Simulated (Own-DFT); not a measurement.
## Calculated data, AlGa3N4 (wurtzite random alloy, strained, atoms displaced)

All values are calculated (Own-DFT development build). A calculation, not a measurement: plane-wave PBE density functional theory by an unreviewed code, no spin, of a simulated periodic cell, stress positive in tension, free energy of the whole cell less one offset for each atom, forces on such cells passed a denser k mesh, this cell's mesh not checked; offsets are fitted by least squares, one for each functional and potential file, so energies compare only between cells with the same atoms and settings and are not formation energies; the far tail of each file's local potential was reset to the Coulomb form; each entry is a single point on an unrelaxed cell, so the pressure reflects the starting lattice, mostly measured values, from which strain is counted, and rises with the displacements; printed positions are rounded, which can move forces by about a meV/angstrom; the program is a retired in-house code; no spin-orbit coupling.

Settings shared by all entries: functional PBE; potential files PseudoDojo norm-conserving, scalar-relativistic, standard set with the stringent files for Ga; wave cutoff 96 hartree; occupations Gaussian; smearing width 0.01 eV; k mesh 4 x 4 x 3 centred on Gamma.

```json
{"entry": 1, "formula": "AlGa3N4", "kind": "wurtzite random alloy, strained, atoms displaced", "structure": {"cell_angstrom": [[9.2477, 0.0, 0.0], [-4.6239, 8.0088, 0.0], [0.0, 0.0, 10.2685]], "atoms_fractional": [["Ga", 0.11307, 0.22897, 0.99945], ["Ga", 0.21227, 0.10113, 0.25529], ["N", 0.10856, 0.22513, 0.19629], ["N", 0.23633, 0.1222, 0.44506], ["Al", 0.10704, 0.2244, 0.49592], ["Ga", 0.22518, 0.11431, 0.75478], ["N", 0.11961, 0.22452, 0.69549], ["N", 0.22434, 0.11929, 0.93407], ["Al", 0.12093, 0.55978, 0.99728], ["Al", 0.21952, 0.44756, 0.23708], ["N", 0.10991, 0.55348, 0.18696], ["N", 0.22597, 0.45, 0.43656], ["Ga", 0.10572, 0.55405, 0.50051], ["Al", 0.22511, 0.44524, 0.7527], ["N", 0.11095, 0.55182, 0.69746], ["N", 0.22181, 0.44546, 0.9408], ["Ga", 0.11251, 0.88812, 0.00263], ["Al", 0.22005, 0.76347, 0.25398], ["N", 0.12196, 0.89292, 0.18784], ["N", 0.22905, 0.785, 0.44823], ["Ga", 0.10915, 0.8932, 0.50812], ["Ga", 0.22135, 0.77892, 0.75807], ["N", 0.10585, 0.88118, 0.69026], ["N", 0.2271, 0.77548, 0.94067], ["Ga", 0.45703, 0.22098, 0.99472], ["Ga", 0.56578, 0.11265, 0.25392], ["N", 0.44952, 0.22122, 0.19165], ["N", 0.55529, 0.1129, 0.43904], ["Ga", 0.44901, 0.23032, 0.49734], ["Ga", 0.55266, 0.10836, 0.74915], ["N", 0.44733, 0.22005, 0.68129], ["N", 0.56694, 0.11509, 0.93516], ["Ga", 0.45164, 0.55912, 2e-05], ["Ga", 0.5444, 0.43435, 0.24976], ["N", 0.4338, 0.55187, 0.19118], ["N", 0.55898, 0.44627, 0.44304], ["Ga", 0.4489, 0.56247, 0.49979], ["Al", 0.55493, 0.45042, 0.75182], ["N", 0.4415, 0.55649, 0.67942], ["N", 0.56347, 0.45015, 0.94223], ["Ga", 0.44706, 0.88862, 0.99923], ["Al", 0.55993, 0.79006, 0.24804], ["N", 0.43881, 0.87882, 0.18905], ["N", 0.55612, 0.78369, 0.43939], ["Ga", 0.45269, 0.89977, 0.50042], ["Ga", 0.5625, 0.78112, 0.74931], ["N", 0.44498, 0.88781, 0.69466], ["N", 0.55561, 0.78477, 0.93873], ["Al", 0.77417, 0.21108, 0.9999], ["Al", 0.88767, 0.10978, 0.25663], ["N", 0.76764, 0.22417, 0.18503], ["N", 0.893, 0.11223, 0.44286], ["Ga", 0.77121, 0.2121, 0.50617], ["Ga", 0.89707, 0.12059, 0.7421], ["N", 0.78317, 0.21642, 0.69815], ["N", 0.88902, 0.10957, 0.93597], ["Ga", 0.78581, 0.54987, 0.01074], ["Ga", 0.89362, 0.4546, 0.24925], ["N", 0.78047, 0.55405, 0.18902], ["N", 0.90873, 0.45893, 0.4412], ["Ga", 0.77809, 0.55942, 0.50002], ["Ga", 0.89557, 0.45712, 0.74568], ["N", 0.78671, 0.55666, 0.68156], ["N", 0.87594, 0.43063, 0.93808], ["Ga", 0.7729, 0.86986, 0.00471], ["Ga", 0.88952, 0.78449, 0.25719], ["N", 0.77456, 0.88275, 0.1878], ["N", 0.88577, 0.77663, 0.43776], ["Ga", 0.76924, 0.87793, 0.49775], ["Ga", 0.88655, 0.77808, 0.75346], ["N", 0.7766, 0.88253, 0.68988], ["N", 0.88812, 0.77697, 0.93927]]}, "results": {"free_energy_of_cell_above_offsets [eV]": "-5.257", "pressure [GPa]": 20.02, "stress_xx [GPa]": -27.22, "stress_yy [GPa]": -20.97, "stress_zz [GPa]": -11.88, "stress_yz [GPa]": -0.03, "stress_xz [GPa]": -0.65, "stress_xy [GPa]": 0.11, "force_element": ["Ga", "Ga", "N", "N", "Al", "Ga", "N", "N", "Al", "Al", "N", "N", "Ga", "Al", "N", "N", "Ga", "Al", "N", "N", "Ga", "Ga", "N", "N", "Ga", "Ga", "N", "N", "Ga", "Ga", "N", "N", "Ga", "Ga", "N", "N", "Ga", "Al", "N", "N", "Ga", "Al", "N", "N", "Ga", "Ga", "N", "N", "Al", "Al", "N", "N", "Ga", "Ga", "N", "N", "Ga", "Ga", "N", "N", "Ga", "Ga", "N", "N", "Ga", "Ga", "N", "N", "Ga", "Ga", "N", "N"], "force_x [eV/angstrom]": [-0.435, 1.231, -0.513, -3.578, 2.158, 0.823, -0.689, 1.295, -1.98, 0.248, 0.427, -0.277, 4.485, -0.153, 1.829, 0.464, -0.038, -0.451, -0.211, -0.803, 0.879, 0.538, 0.094, -1.111, -1.811, -2.669, -0.908, 0.542, 0.925, 0.744, -0.417, -0.614, -0.779, 0.341, 1.393, -0.305, -0.77, 1.083, 0.657, -0.16, -0.626, 0.147, -0.399, -0.246, -0.872, -1.207, -0.129, 1.361, 1.164, -0.598, 4.039, -0.295, 0.5, 1.802, -3.053, -0.124, -0.619, 0.393, -1.833, -5.027, 1.21, 0.019, -3.214, 2.56, -0.963, 1.386, -0.806, 0.797, 0.7, 0.604, 0.228, 1.617], "force_y [eV/angstrom]": [-1.653, 2.381, -0.686, -1.552, 1.322, -0.929, 1.299, -0.877, -1.359, -0.886, 0.713, -1.169, 2.41, 0.103, 0.624, 1.354, 0.848, 2.179, -2.53, -0.571, 0.172, -0.411, 1.268, -0.076, 0.363, -1.467, -1.607, 1.014, -0.337, 0.725, 1.659, -1.366, -0.207, 1.816, 1.908, 1.088, -0.946, -0.646, -0.622, -0.216, 1.184, -2.592, 0.786, -0.198, -1.566, -0.611, -0.263, -1.535, 1.146, 0.626, 0.26, -0.861, 2.128, -2.443, 1.975, -0.71, 0.56, -1.935, 1.286, -3.645, -0.905, -2.735, 0.07, 1.012, 2.967, -1.185, 1.697, 0.923, 1.623, -0.542, 1.527, -1.174], "force_z [eV/angstrom]": [0.875, 0.317, -0.625, -0.919, 1.056, -1.236, -2.503, 1.758, 0.342, 2.721, -1.556, -1.032, 2.361, -0.184, -0.969, -1.221, -0.316, 0.815, 0.558, -2.127, -0.688, -1.226, 0.683, 0.439, 1.454, 0.08, -1.045, -0.402, 1.116, 0.326, 1.69, 0.113, 0.738, 0.632, -0.349, -1.648, -0.986, -0.646, 2.858, -1.873, 1.003, 0.836, 0.204, -2.19, 1.584, 0.596, -1.113, -0.646, 0.059, -1.119, -0.427, -1.262, 0.452, 2.379, -2.428, 0.661, -1.484, 1.217, 1.289, -1.869, -0.165, 1.989, 1.072, 0.176, -0.606, -1.247, 1.149, 0.142, 1.52, 0.226, -1.318, -0.065]}}
{"entry": 2, "formula": "AlGa3N4", "kind": "wurtzite random alloy, strained, atoms displaced", "structure": {"cell_angstrom": [[9.2477, 0.0, 0.0], [-4.6239, 8.0088, 0.0], [0.0, 0.0, 10.2685]], "atoms_fractional": [["Ga", 0.10922, 0.21785, 0.00572], ["Ga", 0.21769, 0.11446, 0.25841], ["N", 0.10208, 0.21776, 0.1917], ["N", 0.21876, 0.10681, 0.43749], ["Ga", 0.10411, 0.21667, 0.50361], ["Ga", 0.21782, 0.10462, 0.74431], ["N", 0.11744, 0.22949, 0.68738], ["N", 0.22911, 0.11902, 0.93391], ["Ga", 0.10667, 0.55168, 0.9999], ["Al", 0.22321, 0.45142, 0.25411], ["N", 0.11136, 0.55946, 0.19313], ["N", 0.21985, 0.44987, 0.43132], ["Ga", 0.11638, 0.56559, 0.50247], ["Al", 0.22776, 0.44502, 0.75331], ["N", 0.11629, 0.56434, 0.69159], ["N", 0.22602, 0.44188, 0.9304], ["Ga", 0.11067, 0.8895, 0.99648], ["Al", 0.21514, 0.77291, 0.24579], ["N", 0.12011, 0.89123, 0.18388], ["N", 0.21423, 0.77384, 0.44755], ["Ga", 0.10885, 0.88907, 0.50607], ["Ga", 0.22275, 0.77648, 0.75454], ["N", 0.1078, 0.88776, 0.68034], ["N", 0.22018, 0.78092, 0.93617], ["Ga", 0.44532, 0.22442, 0.00036], ["Ga", 0.54972, 0.10834, 0.25492], ["N", 0.45072, 0.22457, 0.19274], ["N", 0.55741, 0.11134, 0.44013], ["Ga", 0.44733, 0.21952, 0.49933], ["Ga", 0.55615, 0.10848, 0.75336], ["N", 0.45911, 0.22531, 0.69358], ["N", 0.55608, 0.11662, 0.93868], ["Al", 0.43214, 0.55169, 0.99589], ["Ga", 0.55246, 0.43551, 0.25175], ["N", 0.44358, 0.55071, 0.18638], ["N", 0.5669, 0.44625, 0.43976], ["Ga", 0.43964, 0.55772, 0.49383], ["Ga", 0.54998, 0.43746, 0.74627], ["N", 0.45441, 0.56311, 0.69233], ["N", 0.55372, 0.44308, 0.94232], ["Al", 0.44503, 0.89292, 0.99368], ["Ga", 0.55116, 0.77239, 0.25398], ["N", 0.44194, 0.88695, 0.18714], ["N", 0.55641, 0.77802, 0.44397], ["Ga", 0.44684, 0.89378, 0.50225], ["Al", 0.55769, 0.79164, 0.75008], ["N", 0.4538, 0.89648, 0.68921], ["N", 0.57133, 0.78832, 0.93497], ["Ga", 0.78499, 0.22234, 1e-05], ["Ga", 0.89125, 0.1148, 0.24906], ["N", 0.778, 0.22266, 0.19008], ["N", 0.89509, 0.11768, 0.44042], ["Ga", 0.76873, 0.22094, 0.50809], ["Ga", 0.88652, 0.10831, 0.74494], ["N", 0.78311, 0.2184, 0.68917], ["N", 0.88727, 0.11211, 0.94613], ["Ga", 0.77376, 0.5496, 0.98942], ["Ga", 0.89628, 0.44774, 0.24752], ["N", 0.77979, 0.56708, 0.18731], ["N", 0.88308, 0.43899, 0.4441], ["Ga", 0.7674, 0.54888, 0.5044], ["Al", 0.90416, 0.46408, 0.75015], ["N", 0.77956, 0.55374, 0.68726], ["N", 0.88749, 0.43366, 0.94527], ["Al", 0.77828, 0.88737, 0.00699], ["Ga", 0.89734, 0.78941, 0.25544], ["N", 0.77006, 0.88375, 0.18766], ["N", 0.89186, 0.77707, 0.43935], ["Ga", 0.77034, 0.88676, 0.50006], ["Al", 0.88093, 0.77322, 0.75483], ["N", 0.77616, 0.88529, 0.68614], ["N", 0.88525, 0.77646, 0.92911]]}, "results": {"free_energy_of_cell_above_offsets [eV]": "-6.181", "pressure [GPa]": 19.71, "stress_xx [GPa]": -22.77, "stress_yy [GPa]": -23.35, "stress_zz [GPa]": -13.01, "stress_yz [GPa]": -0.77, "stress_xz [GPa]": -1.62, "stress_xy [GPa]": -0.2, "force_element": ["Ga", "Ga", "N", "N", "Ga", "Ga", "N", "N", "Ga", "Al", "N", "N", "Ga", "Al", "N", "N", "Ga", "Al", "N", "N", "Ga", "Ga", "N", "N", "Ga", "Ga", "N", "N", "Ga", "Ga", "N", "N", "Al", "Ga", "N", "N", "Ga", "Ga", "N", "N", "Al", "Ga", "N", "N", "Ga", "Al", "N", "N", "Ga", "Ga", "N", "N", "Ga", "Ga", "N", "N", "Ga", "Ga", "N", "N", "Ga", "Al", "N", "N", "Al", "Ga", "N", "N", "Ga", "Al", "N", "N"], "force_x [eV/angstrom]": [0.223, 1.24, 1.924, 0.416, 1.133, 0.723, -0.113, -0.82, 1.072, 0.422, 1.991, 0.383, -0.958, -0.118, 1.371, -1.278, -0.826, 0.969, -0.648, 1.249, -0.224, -0.044, -0.47, 1.593, 0.192, 1.429, -1.687, -0.491, -1.106, 1.132, -2.22, 0.764, 2.706, 0.78, -1.589, -4.117, 1.16, 0.451, -2.034, -1.731, 0.864, -0.155, -0.839, -1.291, -0.706, 1.998, -1.129, -2.537, -2.092, -1.837, -0.6, -1.938, 2.097, 1.403, -1.494, 1.827, 0.194, -2.809, 0.816, 0.71, 3.166, -0.663, 0.303, -0.437, 0.347, -0.182, 0.719, -1.131, 2.271, 0.245, 0.062, -0.032], "force_y [eV/angstrom]": [0.332, -0.319, 2.663, 1.017, 1.622, 1.236, 0.164, -1.268, 0.62, -0.905, -0.12, -0.902, -3.018, 0.662, -1.984, 0.114, 0.727, 1.551, 0.301, 2.587, -0.376, 1.774, -0.991, -0.497, -0.117, -0.18, -1.549, -0.679, 0.555, 1.36, -1.726, -1.395, 1.549, 2.62, -0.488, -1.568, -1.223, 1.868, 0.313, 0.775, -0.035, 0.242, -0.733, 0.143, -1.069, -1.859, -1.465, -1.308, -1.489, -1.495, 0.003, -1.508, 0.515, -0.124, 2.464, -2.024, 0.906, -0.54, -1.021, 1.02, 2.19, -3.02, 0.736, 2.595, 0.248, -1.135, 0.965, -0.051, 0.99, 0.457, -0.41, 0.708], "force_z [eV/angstrom]": [-0.578, -1.641, -0.431, 1.126, -0.173, 0.796, 0.4, -0.044, 0.488, -1.2, -1.27, 0.614, 0.601, -1.38, 0.067, 0.966, 0.42, 1.362, 0.399, -3.065, -1.664, -0.951, 3.33, 0.716, 0.998, -0.689, -1.013, -0.585, 0.908, 0.84, -2.071, 0.364, 0.722, -0.013, -0.587, -0.975, 1.63, 1.612, -0.569, -1.119, 1.135, -0.447, -0.688, -1.47, 0.053, 0.555, -0.286, 0.143, 1.533, 1.292, -0.247, -0.715, -0.597, 1.679, 0.933, -1.535, 2.305, 1.414, -0.495, -0.787, 0.076, 0.383, 1.589, -2.982, -0.671, -0.594, -0.124, 0.216, 0.202, -2.169, 0.634, 1.327]}}
{"entry": 3, "formula": "AlGa3N4", "kind": "wurtzite random alloy, strained, atoms displaced", "structure": {"cell_angstrom": [[9.2477, 0.0, 0.0], [-4.6239, 8.0088, 0.0], [0.0, 0.0, 10.2685]], "atoms_fractional": [["Ga", 0.11211, 0.22017, 0.00246], ["Al", 0.2217, 0.11153, 0.24742], ["N", 0.10791, 0.22685, 0.19166], ["N", 0.23246, 0.10452, 0.43538], ["Ga", 0.11518, 0.22916, 0.49755], ["Ga", 0.23327, 0.11821, 0.75246], ["N", 0.11033, 0.21048, 0.68369], ["N", 0.21091, 0.10737, 0.93742], ["Ga", 0.10182, 0.5436, 0.00926], ["Ga", 0.22116, 0.44698, 0.25472], ["N", 0.11223, 0.56608, 0.19641], ["N", 0.22629, 0.45717, 0.43875], ["Ga", 0.11116, 0.55465, 0.50904], ["Ga", 0.22161, 0.43456, 0.74634], ["N", 0.11506, 0.5542, 0.68915], ["N", 0.22176, 0.45195, 0.94235], ["Ga", 0.10591, 0.88146, 0.99838], ["Al", 0.22397, 0.77268, 0.24712], ["N", 0.09734, 0.88762, 0.18214], ["N", 0.22248, 0.77631, 0.44422], ["Al", 0.11428, 0.88616, 0.50037], ["Al", 0.22041, 0.77128, 0.75128], ["N", 0.10328, 0.88474, 0.69317], ["N", 0.21873, 0.77889, 0.94191], ["Ga", 0.45441, 0.22054, 0.00472], ["Ga", 0.5582, 0.1099, 0.24345], ["N", 0.43712, 0.20722, 0.19099], ["N", 0.55555, 0.10523, 0.4417], ["Ga", 0.44668, 0.22149, 0.49702], ["Ga", 0.54981, 0.11735, 0.74406], ["N", 0.4388, 0.21398, 0.68326], ["N", 0.55741, 0.1103, 0.93241], ["Ga", 0.43201, 0.54687, 0.99459], ["Al", 0.55231, 0.4432, 0.25718], ["N", 0.44602, 0.56555, 0.19474], ["N", 0.5684, 0.457, 0.44093], ["Ga", 0.44145, 0.55461, 0.49595], ["Ga", 0.55673, 0.44325, 0.74909], ["N", 0.44495, 0.5561, 0.68338], ["N", 0.5543, 0.44475, 0.93433], ["Al", 0.45442, 0.89254, 0.99008], ["Ga", 0.55024, 0.77688, 0.25782], ["N", 0.44956, 0.89945, 0.18937], ["N", 0.56568, 0.78028, 0.43347], ["Ga", 0.43938, 0.89349, 0.50311], ["Ga", 0.56297, 0.77904, 0.75081], ["N", 0.44577, 0.88717, 0.68215], ["N", 0.54729, 0.77718, 0.9326], ["Ga", 0.76488, 0.21352, 0.00643], ["Ga", 0.89741, 0.11238, 0.24801], ["N", 0.78009, 0.22506, 0.18852], ["N", 0.89671, 0.11658, 0.44176], ["Ga", 0.78629, 0.21756, 0.49644], ["Ga", 0.87351, 0.09945, 0.7549], ["N", 0.79063, 0.2311, 0.69529], ["N", 0.89374, 0.11, 0.93863], ["Ga", 0.77132, 0.54923, 0.9944], ["Al", 0.8889, 0.43915, 0.24625], ["N", 0.78072, 0.55363, 0.18641], ["N", 0.8885, 0.44525, 0.4358], ["Ga", 0.77269, 0.54932, 0.4901], ["Ga", 0.88486, 0.45229, 0.75217], ["N", 0.78248, 0.56105, 0.69222], ["N", 0.88539, 0.4471, 0.93955], ["Al", 0.78414, 0.89548, 0.00104], ["Ga", 0.89202, 0.77989, 0.25157], ["N", 0.78299, 0.89279, 0.18629], ["N", 0.88836, 0.77867, 0.4419], ["Al", 0.78399, 0.89018, 0.50149], ["Ga", 0.89609, 0.7711, 0.76118], ["N", 0.76705, 0.8776, 0.69087], ["N", 0.89314, 0.78599, 0.92642]]}, "results": {"free_energy_of_cell_above_offsets [eV]": "-4.263", "pressure [GPa]": 20.58, "stress_xx [GPa]": -25.86, "stress_yy [GPa]": -22.21, "stress_zz [GPa]": -13.66, "stress_yz [GPa]": -1.38, "stress_xz [GPa]": 0.32, "stress_xy [GPa]": -0.93, "force_element": ["Ga", "Al", "N", "N", "Ga", "Ga", "N", "N", "Ga", "Ga", "N", "N", "Ga", "Ga", "N", "N", "Ga", "Al", "N", "N", "Al", "Al", "N", "N", "Ga", "Ga", "N", "N", "Ga", "Ga", "N", "N", "Ga", "Al", "N", "N", "Ga", "Ga", "N", "N", "Al", "Ga", "N", "N", "Ga", "Ga", "N", "N", "Ga", "Ga", "N", "N", "Ga", "Ga", "N", "N", "Ga", "Al", "N", "N", "Ga", "Ga", "N", "N", "Al", "Ga", "N", "N", "Al", "Ga", "N", "N"], "force_x [eV/angstrom]": [-0.533, -0.486, 2.881, -2.332, 1.615, -2.036, -1.142, 2.672, -0.526, 0.001, -0.154, 0.074, -1.187, -0.574, -0.492, -0.789, -0.253, -1.003, 3.445, -1.013, -0.979, -0.024, 3.146, 2.428, -2.451, 0.27, -1.138, 0.642, 0.731, 3.268, 0.076, -0.694, 2.015, 0.547, 1.186, -3.521, 1.046, -0.327, 0.186, -0.753, -2.475, 0.834, -0.604, -0.457, 1.872, -2.689, -1.088, 2.267, 2.374, -2.045, 0.643, 0.954, -2.415, 1.87, -1.834, -1.597, -0.19, -0.665, -1.089, 0.972, 2.998, 2.346, -1.37, 0.851, -0.363, -1.318, -0.968, 0.993, -0.659, -1.957, 2.97, -1.982], "force_y [eV/angstrom]": [0.966, -1.205, 0.407, 0.036, -0.588, -2.374, 0.649, 0.673, 2.079, 0.618, -2.52, -1.851, 0.437, 0.292, 0.277, -2.474, 0.983, 3.28, 1.366, -0.108, -0.081, 1.041, 0.683, -0.64, -0.187, 0.76, 3.05, 2.008, 0.708, -1.433, 2.62, -0.886, 2.16, 0.411, -2.933, -3.381, 1.577, 0.268, -0.687, -0.983, -0.869, 1.995, -3.09, 0.74, -1.452, -1.337, -0.067, 0.193, 1.314, -1.053, 0.134, -2.31, 1.207, 0.434, -0.724, -0.059, 2.275, 1.5, -1.22, -0.753, 2.539, -0.937, -1.173, -1.493, -1.566, -1.22, -0.579, 0.897, -0.158, 1.095, 1.687, -0.969], "force_z [eV/angstrom]": [0.135, 0.426, -0.517, -1.156, 0.565, 0.441, 0.336, 0.283, -0.414, -0.313, -0.803, -0.378, -0.796, 0.624, 1.2, -1.464, 0.383, 1.105, 1.049, -2.224, 0.956, 0.225, -1.88, -1.182, -0.407, 2.835, -0.118, -1.393, 0.002, 0.247, -0.72, -0.097, 1.801, -1.379, -1.35, -2.168, 1.008, -0.799, 0.388, 0.327, 1.586, -1.511, -2.101, 2.342, -0.521, -0.13, 2.255, 1.479, -1.258, 1.27, 0.217, -1.38, 1.648, -0.538, -1.474, 0.798, 1.558, 1.137, 0.499, -1.116, 2.728, 0.297, -1.975, 0.06, -0.165, 0.766, -0.942, -0.203, 0.645, -4.228, -2.214, 5.691]}}
{"entry": 4, "formula": "AlGa3N4", "kind": "wurtzite random alloy, strained, atoms displaced", "structure": {"cell_angstrom": [[9.2477, 0.0, 0.0], [-4.6239, 8.0088, 0.0], [0.0, 0.0, 10.2685]], "atoms_fractional": [["Al", 0.11208, 0.23462, 0.00548], ["Ga", 0.23313, 0.11836, 0.25299], ["N", 0.1124, 0.23025, 0.19337], ["N", 0.21812, 0.10732, 0.43073], ["Al", 0.11445, 0.22616, 0.50247], ["Al", 0.21728, 0.10294, 0.74258], ["N", 0.11194, 0.22283, 0.68994], ["N", 0.21813, 0.10527, 0.93771], ["Ga", 0.10029, 0.54363, 0.00695], ["Ga", 0.22061, 0.45555, 0.25789], ["N", 0.11039, 0.55471, 0.19576], ["N", 0.21376, 0.44095, 0.43711], ["Ga", 0.10577, 0.54533, 0.49357], ["Ga", 0.20866, 0.43591, 0.75705], ["N", 0.1146, 0.54997, 0.68812], ["N", 0.21112, 0.44069, 0.94532], ["Ga", 0.11511, 0.89284, 0.00681], ["Al", 0.21728, 0.77606, 0.25345], ["N", 0.12025, 0.89193, 0.18265], ["N", 0.22061, 0.78403, 0.43884], ["Ga", 0.11965, 0.89735, 0.49987], ["Ga", 0.21504, 0.77406, 0.74868], ["N", 0.10226, 0.88474, 0.69434], ["N", 0.21961, 0.78063, 0.94436], ["Ga", 0.4487, 0.2248, 0.00418], ["Ga", 0.55462, 0.11922, 0.24684], ["N", 0.43681, 0.2235, 0.19874], ["N", 0.55822, 0.11782, 0.4411], ["Al", 0.44731, 0.22583, 0.49453], ["Ga", 0.5606, 0.1094, 0.74885], ["N", 0.43874, 0.21814, 0.68691], ["N", 0.55454, 0.11082, 0.93832], ["Ga", 0.44368, 0.55393, 0.00019], ["Ga", 0.55293, 0.4393, 0.24534], ["N", 0.43677, 0.5474, 0.18894], ["N", 0.56091, 0.45094, 0.43445], ["Ga", 0.44778, 0.55882, 0.5048], ["Ga", 0.55934, 0.44982, 0.74878], ["N", 0.43947, 0.55646, 0.68591], ["N", 0.55968, 0.43438, 0.93035], ["Al", 0.44654, 0.88496, 0.9937], ["Al", 0.56352, 0.78007, 0.24191], ["N", 0.44299, 0.89299, 0.18962], ["N", 0.5595, 0.7757, 0.43594], ["Ga", 0.44222, 0.89051, 0.50614], ["Al", 0.55537, 0.77334, 0.75896], ["N", 0.43566, 0.87791, 0.69404], ["N", 0.56381, 0.78371, 0.93966], ["Ga", 0.77468, 0.22643, 0.00068], ["Ga", 0.88087, 0.11501, 0.23802], ["N", 0.77891, 0.22282, 0.20049], ["N", 0.88409, 0.11856, 0.43461], ["Ga", 0.79067, 0.22148, 0.50409], ["Ga", 0.89021, 0.10199, 0.74943], ["N", 0.77428, 0.21981, 0.68199], ["N", 0.89972, 0.11593, 0.93609], ["Ga", 0.77008, 0.55217, 0.99438], ["Ga", 0.88921, 0.44707, 0.25242], ["N", 0.78062, 0.56213, 0.19056], ["N", 0.89469, 0.44616, 0.43935], ["Ga", 0.77253, 0.55317, 0.49533], ["Ga", 0.87861, 0.43903, 0.74938], ["N", 0.77727, 0.55454, 0.69306], ["N", 0.89014, 0.43888, 0.93135], ["Ga", 0.78105, 0.89232, 0.00187], ["Al", 0.88578, 0.77751, 0.25016], ["N", 0.78271, 0.89443, 0.18799], ["N", 0.88705, 0.78494, 0.43861], ["Ga", 0.7802, 0.89223, 0.50119], ["Ga", 0.88019, 0.77901, 0.74709], ["N", 0.78458, 0.88958, 0.68791], ["N", 0.89057, 0.78175, 0.94255]]}, "results": {"free_energy_of_cell_above_offsets [eV]": "-4.997", "pressure [GPa]": 20.08, "stress_xx [GPa]": -24.88, "stress_yy [GPa]": -23.28, "stress_zz [GPa]": -12.09, "stress_yz [GPa]": 0.16, "stress_xz [GPa]": 0.15, "stress_xy [GPa]": 1.03, "force_element": ["Al", "Ga", "N", "N", "Al", "Al", "N", "N", "Ga", "Ga", "N", "N", "Ga", "Ga", "N", "N", "Ga", "Al", "N", "N", "Ga", "Ga", "N", "N", "Ga", "Ga", "N", "N", "Al", "Ga", "N", "N", "Ga", "Ga", "N", "N", "Ga", "Ga", "N", "N", "Al", "Al", "N", "N", "Ga", "Al", "N", "N", "Ga", "Ga", "N", "N", "Ga", "Ga", "N", "N", "Ga", "Ga", "N", "N", "Ga", "Ga", "N", "N", "Ga", "Al", "N", "N", "Ga", "Ga", "N", "N"], "force_x [eV/angstrom]": [1.75, -4.402, 0.195, 0.073, -0.539, 0.305, 0.933, -0.636, -0.295, 1.55, -1.312, 2.534, 0.199, 1.498, -2.274, 2.052, -0.536, 0.764, -1.439, 1.075, -1.613, -0.242, 0.589, 1.938, -1.619, 0.678, 3.047, -0.158, -0.259, -1.749, -0.048, 0.51, -0.024, -0.039, 0.703, -1.39, -0.721, -1.283, 0.379, -2.309, -1.677, -1.627, 0.889, -1.151, 0.912, -0.374, 1.907, -1.072, 1.117, 3.781, -3.015, 4.425, -3.782, -0.93, 1.269, -1.149, 2.057, -0.385, -0.201, -2.375, 1.722, 1.979, -0.255, -1.368, 0.942, 1.075, 0.007, 1.649, -0.835, 2.449, -3.804, -0.065], "force_y [eV/angstrom]": [-2.979, -2.402, -0.369, 2.767, -1.029, 1.134, -1.242, 2.711, 2.808, -1.882, 1.675, -0.558, 2.926, 0.798, 0.324, 0.929, -0.306, 1.058, -0.86, -1.523, -1.419, -0.692, 0.728, -1.382, -1.878, -1.777, 0.913, -0.104, -0.114, -0.397, 0.086, -1.078, -0.476, 2.283, 2.222, -2.071, -0.29, -1.703, 0.442, 1.103, 0.535, -0.228, -1.413, 0.611, 0.024, 0.325, 0.722, -1.112, -1.262, -0.854, 2.025, -1.651, 1.144, 1.922, -0.313, 0.233, 1.51, 0.073, -0.503, -0.499, 1.223, 0.359, 0.606, 0.73, 0.764, 1.519, -1.646, -0.944, 0.774, -1.293, -0.724, -1.033], "force_z [eV/angstrom]": [0.627, -0.57, -1.461, 2.5, -0.796, 2.024, -1.664, -0.739, 0.184, -0.479, -1.078, 1.049, 2.38, 0.183, -0.775, -1.083, -1.339, -0.384, 3.301, -0.97, 1.004, 1.462, -1.524, -0.855, -0.29, 1.811, -3.249, -0.222, 0.997, 0.016, -1.135, 0.229, 0.082, 1.305, -0.592, 0.034, -1.022, -0.891, 2.015, 0.996, 1.459, 1.351, -1.006, -1.091, -0.9, -1.755, 0.084, -0.682, 0.495, 2.738, -3.21, -0.643, -0.495, 0.701, 1.647, 0.765, 1.031, 0.664, -0.968, -0.503, 1.115, -0.619, -1.75, 1.088, 0.189, 0.281, 0.025, -1.267, -0.464, 2.065, -0.443, -0.978]}}
```
